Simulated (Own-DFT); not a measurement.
# Stretching a layer in its plane: wurtzite AlGaN with randomly placed atoms, 72 atoms (Al27Ga9N36)

The numbers are computed, not measured, by runs of the plane-wave DFT program Own-DFT (in-house, retired, unreviewed) at fixed positions, with no spin and no spin-orbit coupling.

Method: PBE; PseudoDojo norm-conserving scalar-relativistic files; cutoff 42 hartree; 4 x 4 x 3 k mesh centred on Gamma; Fermi-Dirac smearing of 0.1 eV.

Keep in mind: forces on such cells passed a denser k mesh, each cell not checked; stress not checked against mesh or cutoff.

Unstrained cell vectors in Å: (9.394, 0.000, 0.000); (-4.697, 8.135, 0.000); (0.000, 0.000, 10.066). The unstrained cell has measured lattice constants (interpolated for alloys), not those of this functional. That, the random moves and any unrelaxed bonds set the pressure at no strain. Each run strains x and y alike by e, as a substrate would, and holds the height along z. Each atom got a random Gaussian move of width 0.05 Å along each axis. The random placing of the alloy's atoms differs from row to row. Stress is positive in tension.

| e (%) | u (Å) | (s_xx + s_yy)/2 (GPa) | s_zz (GPa) |
|---|---|---|---|
| -3.00 | 0.050 | -27.28 | -9.41 |
| -2.25 | 0.049 | ? | ? |
| -2.00 | 0.047 | -18.17 | -10.62 |
| -1.75 | 0.050 | -17.19 | -10.03 |
| -0.75 | 0.051 | -11.34 | -6.70 |
| -0.50 | 0.051 | -10.23 | -7.37 |
| -0.25 | 0.046 | -7.93 | -6.88 |
| 0.75 | 0.050 | -2.72 | -4.50 |
| 1.75 | 0.051 | 2.61 | -3.85 |
| 3.00 | 0.055 | 8.24 | -4.66 |

## What the rows give

With e as a fraction, the in-plane stress is -6.6 + 577 e - 2874 e² GPa (errors 12 and 660, scatter 0.66), and s_zz is -6.8 + 118 e GPa (slope ± 22, scatter 1.20). At e = 0 the first slope is C11 + C12 and the second 2 C13, both with the ions held to the strained lattice and at the cell's own pressure. The term in e² is negative: the layer stiffens under compression and softens under tension. A free layer would change its height as e changes, and the in-plane slope would drop by 2 C13²/C33 to the biaxial modulus. At fixed height, a misfit of 1 % moves the in-plane stress by about 5.8 GPa and s_zz by 1.2 GPa.

## Withheld run

Q: what are the two stresses at e = -2.25 %?

The fit gives -21.1 and -9.4 GPa. Computed: -19.55 and -12.10 GPa.
